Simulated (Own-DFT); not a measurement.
# One trend across several semiconductors

Everything here is calculated. The program is Own-DFT (plane waves, in-house, since retired, never reviewed by a person); positions were held fixed, and spin and spin-orbit coupling were off.

Known weak points (not all hold for every row): forces on such cells moved up to 12 meV/angstrom on a denser k mesh; k mesh not checked against a denser one; forces on such cells passed a denser k mesh, each cell not checked; stress not checked against mesh or cutoff.

All runs are PBE with PseudoDojo norm-conserving files; cutoff and k mesh are each material's own. Every cell starts from measured lattice constants and was given uniform random strains and small random moves of its atoms. Each triple is the change of volume in per cent, the rms move u in Å and the pressure in GPa.

- 4H SiC (C36Si36), 10.36 Å³/atom unstrained: (-1.68, 0.049, 9.72); (-1.54, 0.053, 9.48); (-1.01, 0.053, 7.84); (-0.55, 0.053, 6.88); (2.18, 0.054, 0.98); (2.87, 0.051, -0.86); (3.14, 0.051, -1.07)
- wurtzite AlN (Al64N64), 10.45 Å³/atom unstrained: withheld
- wurtzite GaN (Ga48N48), 11.42 Å³/atom unstrained: (-1.22, 0.051, 9.61); (0.14, 0.048, 7.02); (1.27, 0.049, 4.40); (1.69, 0.049, 3.79); (1.78, 0.049, 3.76); (3.53, 0.048, 0.52); (3.83, 0.051, 0.42)
- diamond silicon (Si64), 20.02 Å³/atom unstrained: (-1.40, 0.049, 4.16); (-1.13, 0.051, 3.82); (0.00, 0.053, 2.73); (1.02, 0.051, 1.81); (1.04, 0.048, 1.65); (1.71, 0.052, 1.01); (2.59, 0.049, 0.19)
- zincblende GaP (Ga32P32), 20.24 Å³/atom unstrained: (-2.70, 0.047, 5.81); (-2.29, 0.052, 5.74); (0.02, 0.055, 3.67); (0.15, 0.049, 3.36); (0.59, 0.049, 2.95); (1.58, 0.049, 1.97); (3.00, 0.051, 1.12)
- grey tin (Sn64), 34.15 Å³/atom unstrained: (-2.37, 0.053, 5.10); (-1.17, 0.048, 4.26); (-0.34, 0.050, 3.87); (1.30, 0.050, 3.11); (1.33, 0.051, 2.94); (1.34, 0.053, 3.09); (1.57, 0.049, 3.01)

## Analysis

Fit a line to each set against the fractional change of volume; B is minus its slope, and u is nearly the same within a set. To take it to zero pressure, assume that B rises by 4 GPa for each GPa: B0 = B - 4 x (mean pressure). The bond length of an ideal tetrahedral crystal with the unstrained volume v is d = (√3/4)(8 v)^(1/3). Cohen's empirical rule reads B0 = (1971 - 220 L) d^(-3.5) GPa, with L = 0 for group IV crystals and SiC and 1 for III-V compounds.

```
material,L,d (Å),B (GPa),mean P (GPa),B0 (GPa),rule (GPa)
4H SiC (C36Si36),0,1.888,225 ± 4,4.7,206 ± 4,213
wurtzite AlN (Al64N64),1,1.893,?,?,?,188
wurtzite GaN (Ga48N48),1,1.950,185 ± 7,4.2,168 ± 7,169
diamond silicon (Si64),0,2.352,99 ± 1,2.2,91 ± 1,99
zincblende GaP (Ga32P32),1,2.360,87 ± 4,3.5,73 ± 4,87
grey tin (Sn64),0,2.810,53 ± 3,3.6,38 ± 3,53
```

A line through ln[B0/(1971 - 220 L)] against ln d has a slope of -4.3 ± 0.2 and a scatter of 5 %. Against the rule, B0 stands at 97 % for 4H SiC, 100 % for wurtzite GaN, 92 % for diamond silicon, 84 % for zincblende GaP, 72 % for grey tin. PBE tends to make silicon and heavier crystals too soft, and the rule itself is only a guide.

## Test on the hidden row

The question: what B0 does the fitted trend give for wurtzite AlN (Al64N64)?

The line gives 189 GPa. Its own runs give B = 213 ± 5 GPa at a mean pressure of 4.2 GPa, so B0 = 196 GPa.
